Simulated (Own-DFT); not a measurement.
# One host, several defects: 4H SiC

Calculated, not measured: single-point runs of Own-DFT, a retired in-house plane-wave DFT program that no person has reviewed, on unrelaxed cells, without spin or spin-orbit coupling.

Method: PBE; PseudoDojo norm-conserving scalar-relativistic files; cutoff 42 hartree; 4 x 4 x 3 k mesh centred on Gamma; Fermi-Dirac smearing of 0.1 eV.

Keep in mind (not all hold for every row): a neutral cation vacancy leaves holes that likely carry spin, which these runs leave out; not probed for a lower state with spin; forces on such cells failed a check on a denser k mesh; forces on such cells passed a denser k mesh, each cell not checked; stress not checked against mesh or cutoff.

All runs share one cell, with vectors in Å (9.248, 0.000, 0.000); (-4.624, 8.009, 0.000); (0.000, 0.000, 10.068) and a volume of 745.7 Å³. Atoms were moved at random from their sites; u is the rms move along one axis. The defect's site can differ from row to row.

| cell | formula | u (Å) | P (GPa) |
|---|---|---|---|
| no defect | C36Si36 | 0.0310 | 3.76 |
| no defect | C36Si36 | 0.0316 | 3.94 |
| no defect | C36Si36 | 0.0580 | 6.06 |
| one Si vacancy | C36Si35 | 0.0280 | 3.19 |
| one Si vacancy | C36Si35 | 0.0297 | 3.35 |
| one Si vacancy | C36Si35 | 0.0304 | 2.99 |
| one Al on a Si site and one N on a C site | AlC35NSi35 | 0.0471 | ? |
| one Al on a Si site and one N on a C site | AlC35NSi35 | 0.0496 | 5.42 |
| one Al on a Si site and one N on a C site | AlC35NSi35 | 0.0496 | 5.48 |
| one Al on a Si site and one N on a C site | AlC35NSi35 | 0.0506 | 5.50 |
| two Al on a Si site each | Al2C36Si34 | 0.0316 | 5.88 |
| two Al on a Si site each | Al2C36Si34 | 0.0498 | 7.03 |
| two Al on a Si site each | Al2C36Si34 | 0.0516 | 7.40 |
| two N on a C site each | C34N2Si36 | 0.0285 | 2.58 |
| two N on a C site each | C34N2Si36 | 0.0470 | 3.88 |
| two N on a C site each | C34N2Si36 | 0.0555 | 4.90 |

## Worked fit

P = P0 + c u² + a shift for each defect gives P0 = 2.92 GPa, c = 939 ± 48 GPa/Å² and a scatter of 0.14 GPa. The shifts, and each times the cell's volume:

- two Al on a Si site each: 1.93 ± 0.11 GPa, 9.0 eV (4.5 eV for each of its 2 sites)
- one Al on a Si site and one N on a C site: 0.20 ± 0.12 GPa, 0.9 eV (not resolved)
- one Si vacancy: -0.56 ± 0.12 GPa, -2.6 eV
- two N on a C site each: -1.05 ± 0.11 GPa, -4.9 eV (-2.4 eV for each of its 2 sites)

Against the defect-free cell, a freed cell would be larger where the shift is positive and smaller where it is negative (160.2 GPa Å³ is 1 eV). The atoms around the defects weren't relaxed, which would change these numbers.

## Prediction

Asked: what pressure belongs in the blank (one Al on a Si site and one N on a C site, u = 0.0471 Å)?

Estimate: 5.20 ± 0.16 GPa. The calculation gave 5.30 GPa.
